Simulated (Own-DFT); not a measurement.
Simulation results for GaP (zincblende, atoms displaced)

All values are calculated (Own-DFT development build). A calculation, not a measurement: plane-wave PBE density functional theory by an unreviewed code, no spin, of a simulated periodic cell, stress positive in tension, free energy of the whole cell less one offset for each atom, forces on such cells passed a denser k mesh, this cell's mesh not checked; offsets are fitted by least squares, one for each functional and potential file, so energies compare only between cells with the same atoms and settings and are not formation energies; the far tail of each file's local potential was reset to the Coulomb form; each entry is a single point on an unrelaxed cell, so the pressure reflects the starting lattice, mostly measured values (interpolated for alloys), from which strain is counted, and rises with the displacements; printed positions are rounded, which can move forces by about a meV/angstrom; the program, named Own-DFT, is a retired in-house code; no spin-orbit coupling; before rounding, a Quantum ESPRESSO 7.3.1 run of the same cell and cutoff gave forces within 1 meV/angstrom rms on each cell, which checks the program and not the settings.

Settings shared by all entries: functional PBE; potential files PseudoDojo norm-conserving, scalar-relativistic, standard set; wave cutoff 42 hartree; occupations Fermi-Dirac; smearing width 0.1 eV; k mesh 3 x 3 x 3 centred on Gamma.

(1) GaP (zincblende, atoms displaced)

```cif
# cell vector a (Å): 10.9010 0.0000 0.0000
# cell vector b (Å): 0.0000 10.9010 0.0000
# cell vector c (Å): 0.0000 0.0000 10.9010
data_GaP
_symmetry_space_group_name_H-M 'P 1'
_symmetry_Int_Tables_number 1
_cell_length_a 10.9010
_cell_length_b 10.9010
_cell_length_c 10.9010
_cell_angle_alpha 90.000
_cell_angle_beta 90.000
_cell_angle_gamma 90.000
_cell_volume 1295.39
loop_
_atom_site_label
_atom_site_type_symbol
_atom_site_fract_x
_atom_site_fract_y
_atom_site_fract_z
_atom_site_occupancy
Ga1 Ga 0.99832 0.99723 0.00180 1
Ga2 Ga 0.00028 0.24834 0.25030 1
Ga3 Ga 0.24885 0.99986 0.24894 1
Ga4 Ga 0.25080 0.24517 0.00169 1
P1 P 0.12562 0.12325 0.12487 1
P2 P 0.12942 0.37504 0.37830 1
P3 P 0.37403 0.12405 0.37590 1
P4 P 0.37696 0.37575 0.12703 1
Ga5 Ga 0.00356 0.00322 0.49937 1
Ga6 Ga 0.00304 0.24724 0.75061 1
Ga7 Ga 0.25256 0.00090 0.75123 1
Ga8 Ga 0.24563 0.25385 0.50017 1
P5 P 0.12512 0.12421 0.62395 1
P6 P 0.12509 0.37379 0.87360 1
P7 P 0.37697 0.12650 0.87671 1
P8 P 0.37740 0.37204 0.62066 1
Ga9 Ga 0.00051 0.50216 0.99800 1
Ga10 Ga 0.00297 0.75106 0.24970 1
Ga11 Ga 0.24828 0.49753 0.25171 1
Ga12 Ga 0.24891 0.74763 0.00127 1
P9 P 0.12309 0.62681 0.12257 1
P10 P 0.12355 0.87600 0.37547 1
P11 P 0.37419 0.62558 0.37435 1
P12 P 0.37490 0.87762 0.12467 1
Ga13 Ga 0.00065 0.50208 0.50316 1
Ga14 Ga 0.99713 0.75048 0.74801 1
Ga15 Ga 0.25117 0.49728 0.74935 1
Ga16 Ga 0.24867 0.75471 0.49916 1
P13 P 0.12831 0.62357 0.62505 1
P14 P 0.12613 0.87354 0.87233 1
P15 P 0.37440 0.62296 0.87670 1
P16 P 0.37478 0.87497 0.62526 1
Ga17 Ga 0.49841 0.99831 0.00228 1
Ga18 Ga 0.49685 0.24880 0.24904 1
Ga19 Ga 0.74891 0.99998 0.24689 1
Ga20 Ga 0.74880 0.24889 0.99996 1
P17 P 0.62927 0.12437 0.12342 1
P18 P 0.62621 0.37264 0.37607 1
P19 P 0.87617 0.12475 0.37263 1
P20 P 0.87501 0.37690 0.12438 1
Ga21 Ga 0.50041 0.99906 0.50050 1
Ga22 Ga 0.49950 0.24929 0.74939 1
Ga23 Ga 0.74873 0.00238 0.75017 1
Ga24 Ga 0.75235 0.25144 0.50027 1
P21 P 0.62361 0.12152 0.62522 1
P22 P 0.62320 0.37628 0.87676 1
P23 P 0.87441 0.12336 0.87628 1
P24 P 0.87544 0.37697 0.62616 1
Ga25 Ga 0.49894 0.50173 0.00272 1
Ga26 Ga 0.49872 0.75300 0.25412 1
Ga27 Ga 0.75309 0.49771 0.25030 1
Ga28 Ga 0.74994 0.74817 0.00006 1
P25 P 0.62641 0.62491 0.12358 1
P26 P 0.62638 0.87494 0.37659 1
P27 P 0.87596 0.62374 0.37862 1
P28 P 0.87756 0.87313 0.12392 1
Ga29 Ga 0.49994 0.50074 0.49622 1
Ga30 Ga 0.50224 0.75424 0.74952 1
Ga31 Ga 0.75273 0.49951 0.74807 1
Ga32 Ga 0.74782 0.74936 0.50000 1
P29 P 0.62348 0.62315 0.62443 1
P30 P 0.62517 0.87567 0.87585 1
P31 P 0.87540 0.62594 0.87146 1
P32 P 0.87712 0.87637 0.62484 1
```

| Item | Value |
| --- | --- |
| free energy of cell above offsets | -35.726 eV |
| pressure | 2.72 GPa |
| stress xx | -2.71 GPa |
| stress yy | -2.71 GPa |
| stress zz | -2.73 GPa |
| stress yz | 0.26 GPa |
| stress xz | -0.12 GPa |
| stress xy | -0.06 GPa |

Force:
```
element  x (eV/Å)  y (eV/Å)  z (eV/Å)
     Ga     0.382     0.104    -0.431
     Ga     0.201     0.414    -0.094
     Ga      0.15     0.017      0.24
     Ga    -0.025     0.634    -0.051
      P    -0.287     0.034     0.015
      P    -1.121     0.203     -0.47
      P    -0.155     0.069     0.044
      P     -0.45     -0.14    -0.239
     Ga    -0.515    -0.243    -0.027
     Ga     -0.45     0.116    -0.007
     Ga    -0.113     0.014    -0.003
     Ga      0.68    -0.715     0.184
      P     0.331     0.141     0.227
      P     0.198    -0.081     0.361
      P    -0.041    -0.264    -0.128
      P    -0.141     0.325     0.347
     Ga    -0.141    -0.209    -0.121
     Ga    -0.415    -0.271     0.242
     Ga     0.141     0.402    -0.329
     Ga     0.244     0.334    -0.285
      P     0.242    -0.439     0.493
      P     0.202     0.094    -0.191
      P    -0.214     0.129     0.029
      P    -0.204    -0.526     0.201
     Ga     0.182    -0.202     -0.15
     Ga     0.523    -0.083    -0.075
     Ga     0.244    -0.044    -0.062
     Ga     0.123    -0.489     0.099
      P    -0.165     0.381     0.103
      P    -0.138     0.106      0.28
      P     0.145     0.306    -0.314
      P     0.049     0.133    -0.033
     Ga     0.382     0.273    -0.233
     Ga     0.504    -0.166     0.203
     Ga     0.321    -0.245     0.251
     Ga     0.245     0.352    -0.192
      P    -0.795     0.044     0.174
      P    -0.147     0.116    -0.344
      P    -0.192    -0.076     0.255
      P     0.314    -0.342     -0.15
     Ga    -0.162     0.001    -0.126
     Ga     0.226     0.128      0.02
     Ga     0.212    -0.351      0.02
     Ga    -0.113    -0.307     0.138
      P     0.244     0.564    -0.122
      P     0.178    -0.055    -0.256
      P     0.156     0.191    -0.058
      P     0.324    -0.533    -0.038
     Ga     0.115    -0.084    -0.171
     Ga       0.2    -0.231      -0.5
     Ga    -0.307     0.265     0.158
     Ga     0.106     0.102     -0.18
      P    -0.144     0.108     0.637
      P    -0.033     0.202    -0.209
      P     0.034     0.255     -0.48
      P    -0.438    -0.086     0.272
     Ga     0.063    -0.123     0.132
     Ga    -0.233    -0.585     0.162
     Ga    -0.512     0.041     0.297
     Ga     0.335    -0.015     0.263
      P     0.046     0.173     0.105
      P     0.103     0.053     0.088
      P    -0.109    -0.067     0.285
      P    -0.387     0.148    -0.256
```

(2) GaP (zincblende, atoms displaced)

```cif
# cell vector a (Å): 10.9010 0.0000 0.0000
# cell vector b (Å): 0.0000 10.9010 0.0000
# cell vector c (Å): 0.0000 0.0000 10.9010
data_GaP
_symmetry_space_group_name_H-M 'P 1'
_symmetry_Int_Tables_number 1
_cell_length_a 10.9010
_cell_length_b 10.9010
_cell_length_c 10.9010
_cell_angle_alpha 90.000
_cell_angle_beta 90.000
_cell_angle_gamma 90.000
_cell_volume 1295.39
loop_
_atom_site_label
_atom_site_type_symbol
_atom_site_fract_x
_atom_site_fract_y
_atom_site_fract_z
_atom_site_occupancy
Ga1 Ga 0.99861 0.99825 0.00609 1
Ga2 Ga 0.99922 0.24819 0.25063 1
Ga3 Ga 0.25289 0.00264 0.24975 1
Ga4 Ga 0.24671 0.25029 0.99923 1
P1 P 0.12463 0.12546 0.12428 1
P2 P 0.12529 0.37662 0.37542 1
P3 P 0.37531 0.12531 0.37226 1
P4 P 0.37537 0.37387 0.12617 1
Ga5 Ga 0.99832 0.99865 0.49960 1
Ga6 Ga 0.00081 0.24908 0.74867 1
Ga7 Ga 0.24990 0.99819 0.74948 1
Ga8 Ga 0.24524 0.25344 0.49969 1
P5 P 0.12479 0.12468 0.62483 1
P6 P 0.12362 0.37606 0.87460 1
P7 P 0.37359 0.12791 0.87368 1
P8 P 0.37213 0.37650 0.62437 1
Ga9 Ga 0.00304 0.49707 0.00095 1
Ga10 Ga 0.00328 0.74967 0.24664 1
Ga11 Ga 0.24770 0.49837 0.25250 1
Ga12 Ga 0.24802 0.75247 0.99850 1
P9 P 0.12608 0.62513 0.12599 1
P10 P 0.12384 0.87515 0.37543 1
P11 P 0.37616 0.62097 0.37317 1
P12 P 0.37490 0.87351 0.12515 1
Ga13 Ga 0.99901 0.50006 0.50172 1
Ga14 Ga 0.00028 0.74989 0.75172 1
Ga15 Ga 0.25025 0.49626 0.74847 1
Ga16 Ga 0.25060 0.75078 0.49928 1
P13 P 0.12266 0.62562 0.62201 1
P14 P 0.12272 0.87505 0.87901 1
P15 P 0.37485 0.62437 0.87997 1
P16 P 0.37883 0.87701 0.62474 1
Ga17 Ga 0.50104 0.00477 0.99705 1
Ga18 Ga 0.49936 0.24754 0.25000 1
Ga19 Ga 0.75098 0.00063 0.25246 1
Ga20 Ga 0.74744 0.24889 0.99991 1
P17 P 0.62433 0.12358 0.12393 1
P18 P 0.62732 0.37491 0.37595 1
P19 P 0.87777 0.12599 0.37599 1
P20 P 0.87449 0.37364 0.12482 1
Ga21 Ga 0.49792 0.00394 0.50278 1
Ga22 Ga 0.50192 0.25102 0.75030 1
Ga23 Ga 0.74933 0.99877 0.75088 1
Ga24 Ga 0.74740 0.24873 0.49928 1
P21 P 0.62443 0.12472 0.62306 1
P22 P 0.62544 0.37586 0.87544 1
P23 P 0.87842 0.12586 0.87453 1
P24 P 0.87593 0.37432 0.62548 1
Ga25 Ga 0.50388 0.49955 0.99851 1
Ga26 Ga 0.49998 0.74664 0.24890 1
Ga27 Ga 0.75000 0.50062 0.25546 1
Ga28 Ga 0.75000 0.75402 0.99546 1
P25 P 0.62547 0.62780 0.12564 1
P26 P 0.62310 0.87663 0.37667 1
P27 P 0.87409 0.62097 0.37478 1
P28 P 0.87386 0.87674 0.12446 1
Ga29 Ga 0.49686 0.50116 0.49928 1
Ga30 Ga 0.49706 0.74989 0.75272 1
Ga31 Ga 0.75375 0.50037 0.74780 1
Ga32 Ga 0.74973 0.75135 0.49974 1
P29 P 0.62872 0.62288 0.62686 1
P30 P 0.62370 0.87353 0.87142 1
P31 P 0.87395 0.62284 0.87625 1
P32 P 0.87440 0.87460 0.62172 1
```

| Quantity | Value |
| --- | --- |
| free energy of cell above offsets | -35.680 eV |
| pressure | 2.73 GPa |
| stress xx | -2.73 GPa |
| stress yy | -2.73 GPa |
| stress zz | -2.72 GPa |
| stress yz | 0.11 GPa |
| stress xz | -0.02 GPa |
| stress xy | -0.08 GPa |

Force:
```
element  x (eV/Å)  y (eV/Å)  z (eV/Å)
     Ga     0.078      0.39    -0.494
     Ga     0.165     0.335    -0.151
     Ga    -0.343    -0.416    -0.133
     Ga     0.285     0.163     0.092
      P     0.084    -0.068     0.238
      P    -0.558    -0.163    -0.049
      P     -0.22     0.257     0.701
      P    -0.093      0.14    -0.215
     Ga     0.221     0.105     0.083
     Ga     0.003     0.108     0.081
     Ga    -0.042      0.08     0.156
     Ga     0.466    -0.424    -0.051
      P      0.02    -0.169    -0.106
      P     0.153    -0.245    -0.182
      P    -0.023    -0.163    -0.053
      P     0.465    -0.409    -0.071
     Ga    -0.396     0.313     0.169
     Ga    -0.526    -0.046     0.369
     Ga     0.327     0.045    -0.405
     Ga     0.223    -0.259     0.356
      P     0.125    -0.185    -0.266
      P     0.279     0.141    -0.241
      P    -0.308     0.569     0.129
      P     0.157     0.323    -0.189
     Ga    -0.048    -0.095    -0.213
     Ga    -0.193    -0.043    -0.144
     Ga    -0.185     0.736     0.236
     Ga      0.16    -0.083    -0.047
      P     0.434     0.028     0.502
      P     0.031     0.211    -0.479
      P    -0.241    -0.095     -0.56
      P    -0.542    -0.372     0.084
     Ga    -0.285    -0.575      0.09
     Ga     0.283     0.348    -0.071
     Ga    -0.141     0.003    -0.052
     Ga     0.337     0.012    -0.056
      P     0.215     0.071     0.264
      P    -0.651    -0.138    -0.046
      P    -0.388    -0.101      0.04
      P    -0.117     0.106     0.167
     Ga     0.126    -0.154    -0.513
     Ga     -0.22     0.103    -0.186
     Ga     0.269     0.174    -0.213
     Ga     0.415     0.133       0.1
      P     0.132     0.129     0.469
      P     0.265    -0.041    -0.334
      P     -0.41     -0.28     0.182
      P    -0.095    -0.264    -0.171
     Ga    -0.281     0.066     0.525
     Ga    -0.048     0.405     0.175
     Ga     -0.07    -0.137    -0.815
     Ga    -0.023    -0.338     0.367
      P     0.417    -0.335     -0.21
      P    -0.084    -0.107    -0.106
      P     0.377     0.824     0.115
      P    -0.137    -0.402     0.318
     Ga     0.553    -0.184     0.276
     Ga     0.194    -0.457    -0.316
     Ga    -0.185    -0.225     0.308
     Ga    -0.078    -0.305    -0.174
      P    -0.662     0.341    -0.214
      P    -0.077      0.44      0.31
      P     0.338     0.174     0.051
      P     0.074     0.007     0.569
```

(3) GaP (zincblende, atoms displaced)

```cif
# cell vector a (Å): 10.9010 0.0000 0.0000
# cell vector b (Å): 0.0000 10.9010 0.0000
# cell vector c (Å): 0.0000 0.0000 10.9010
data_GaP
_symmetry_space_group_name_H-M 'P 1'
_symmetry_Int_Tables_number 1
_cell_length_a 10.9010
_cell_length_b 10.9010
_cell_length_c 10.9010
_cell_angle_alpha 90.000
_cell_angle_beta 90.000
_cell_angle_gamma 90.000
_cell_volume 1295.39
loop_
_atom_site_label
_atom_site_type_symbol
_atom_site_fract_x
_atom_site_fract_y
_atom_site_fract_z
_atom_site_occupancy
Ga1 Ga 0.00202 0.99996 0.99845 1
Ga2 Ga 0.00126 0.25491 0.24869 1
Ga3 Ga 0.24962 0.99928 0.25257 1
Ga4 Ga 0.24978 0.24888 0.00265 1
P1 P 0.12335 0.12491 0.12300 1
P2 P 0.12500 0.37880 0.37660 1
P3 P 0.37421 0.12581 0.37532 1
P4 P 0.37476 0.37396 0.12423 1
Ga5 Ga 0.99857 0.00038 0.50143 1
Ga6 Ga 0.00006 0.24901 0.75280 1
Ga7 Ga 0.25050 0.00448 0.75057 1
Ga8 Ga 0.25200 0.24939 0.50283 1
P5 P 0.12322 0.12814 0.62487 1
P6 P 0.12544 0.37554 0.87519 1
P7 P 0.37879 0.12680 0.87453 1
P8 P 0.37583 0.37386 0.62627 1
Ga9 Ga 0.00039 0.50103 0.00205 1
Ga10 Ga 0.00260 0.74946 0.25000 1
Ga11 Ga 0.25062 0.49899 0.25243 1
Ga12 Ga 0.24789 0.75216 0.99913 1
P9 P 0.12870 0.62498 0.12489 1
P10 P 0.12482 0.87529 0.37570 1
P11 P 0.37108 0.62437 0.37415 1
P12 P 0.37458 0.87362 0.12871 1
Ga13 Ga 0.00010 0.50170 0.49839 1
Ga14 Ga 0.99966 0.74810 0.74922 1
Ga15 Ga 0.24887 0.50209 0.74934 1
Ga16 Ga 0.24785 0.75040 0.49848 1
P13 P 0.12699 0.62623 0.62609 1
P14 P 0.12451 0.87789 0.87234 1
P15 P 0.37210 0.62287 0.87304 1
P16 P 0.37611 0.87633 0.62618 1
Ga17 Ga 0.50145 0.99771 0.00160 1
Ga18 Ga 0.50221 0.25056 0.24994 1
Ga19 Ga 0.74768 0.00013 0.24952 1
Ga20 Ga 0.75082 0.25264 0.00178 1
P17 P 0.62424 0.12662 0.12801 1
P18 P 0.62387 0.37340 0.37589 1
P19 P 0.87104 0.12448 0.37459 1
P20 P 0.87528 0.37242 0.12418 1
Ga21 Ga 0.49973 0.00116 0.49982 1
Ga22 Ga 0.49786 0.24909 0.74750 1
Ga23 Ga 0.75155 0.99802 0.75044 1
Ga24 Ga 0.74896 0.24916 0.50260 1
P21 P 0.62221 0.12337 0.62533 1
P22 P 0.62648 0.37582 0.87449 1
P23 P 0.87379 0.12381 0.87562 1
P24 P 0.87512 0.37705 0.62540 1
Ga25 Ga 0.49872 0.49841 0.00436 1
Ga26 Ga 0.50192 0.75189 0.25010 1
Ga27 Ga 0.75120 0.49532 0.24924 1
Ga28 Ga 0.74840 0.75002 0.00300 1
P25 P 0.63170 0.62658 0.12441 1
P26 P 0.62796 0.87434 0.37582 1
P27 P 0.87425 0.62748 0.37815 1
P28 P 0.87797 0.87374 0.12347 1
Ga29 Ga 0.49948 0.49732 0.49874 1
Ga30 Ga 0.49987 0.75009 0.75289 1
Ga31 Ga 0.74766 0.49950 0.75225 1
Ga32 Ga 0.74857 0.74840 0.50194 1
P29 P 0.62682 0.62509 0.62652 1
P30 P 0.62841 0.87411 0.87460 1
P31 P 0.87397 0.62435 0.87037 1
P32 P 0.87193 0.87351 0.62566 1
```

| Property | Result |
| --- | --- |
| free energy of cell above offsets | -35.727 eV |
| pressure | 2.71 GPa |
| stress xx | -2.7 GPa |
| stress yy | -2.72 GPa |
| stress zz | -2.71 GPa |
| stress yz | 0.08 GPa |
| stress xz | 0.07 GPa |
| stress xy | -0.24 GPa |

Force:
```
element  x (eV/Å)  y (eV/Å)  z (eV/Å)
     Ga      -0.3    -0.042    -0.002
     Ga    -0.046    -0.586     0.408
     Ga    -0.086     0.226     -0.21
     Ga     0.073      0.03    -0.474
      P     0.206    -0.038     0.496
      P     0.143    -0.529    -0.007
      P     0.108     0.036    -0.095
      P     -0.04    -0.034     0.478
     Ga     -0.15     0.017    -0.103
     Ga    -0.217     0.284    -0.136
     Ga     0.088    -0.106    -0.173
     Ga    -0.244     0.182     -0.27
      P     0.082    -0.295     0.047
      P     0.031    -0.043      0.16
      P    -0.345    -0.219     0.417
      P    -0.209      0.34     -0.08
     Ga    -0.083     0.105    -0.336
     Ga    -0.187    -0.079     0.015
     Ga     0.001    -0.036    -0.385
     Ga     0.237    -0.025    -0.151
      P     -0.31     -0.07     0.103
      P    -0.198     0.123     0.065
      P     0.702     0.175     0.145
      P    -0.019     0.174    -0.444
     Ga    -0.093      0.13     0.398
     Ga     0.009     0.261    -0.007
     Ga     0.018    -0.425    -0.037
     Ga     0.339     0.143     0.315
      P     -0.29    -0.082    -0.313
      P     0.083    -0.239     0.022
      P     0.393      0.29     0.564
      P     -0.21    -0.129    -0.123
     Ga    -0.035     0.114    -0.063
     Ga    -0.439     0.004     0.123
     Ga     0.393    -0.195    -0.128
     Ga    -0.262    -0.451    -0.306
      P     0.135    -0.181    -0.503
      P     0.233     0.101    -0.056
      P     0.528     0.241    -0.044
      P      0.17     0.489     0.036
     Ga    -0.021    -0.267    -0.127
     Ga     0.483     0.162     0.301
     Ga    -0.208     0.292    -0.093
     Ga     0.089     0.033     0.026
      P     0.395     0.052     0.137
      P    -0.506    -0.264     0.222
      P     0.011     0.136       0.1
      P      0.01    -0.217     0.071
     Ga     0.289     0.383     -0.47
     Ga     0.058    -0.434     0.181
     Ga     0.075     0.395     0.334
     Ga     0.714     0.111    -0.644
      P    -0.919    -0.514     0.423
      P    -0.391     0.089     0.077
      P     0.062    -0.313    -0.562
      P    -0.197     0.229     0.216
     Ga    -0.034     0.458     0.165
     Ga    -0.011    -0.075    -0.212
     Ga     0.273    -0.017    -0.368
     Ga     0.025     0.119    -0.033
      P    -0.583    -0.185    -0.104
      P    -0.368     0.031     0.296
      P     0.089     0.089     0.824
      P     0.458     0.045    -0.104
```
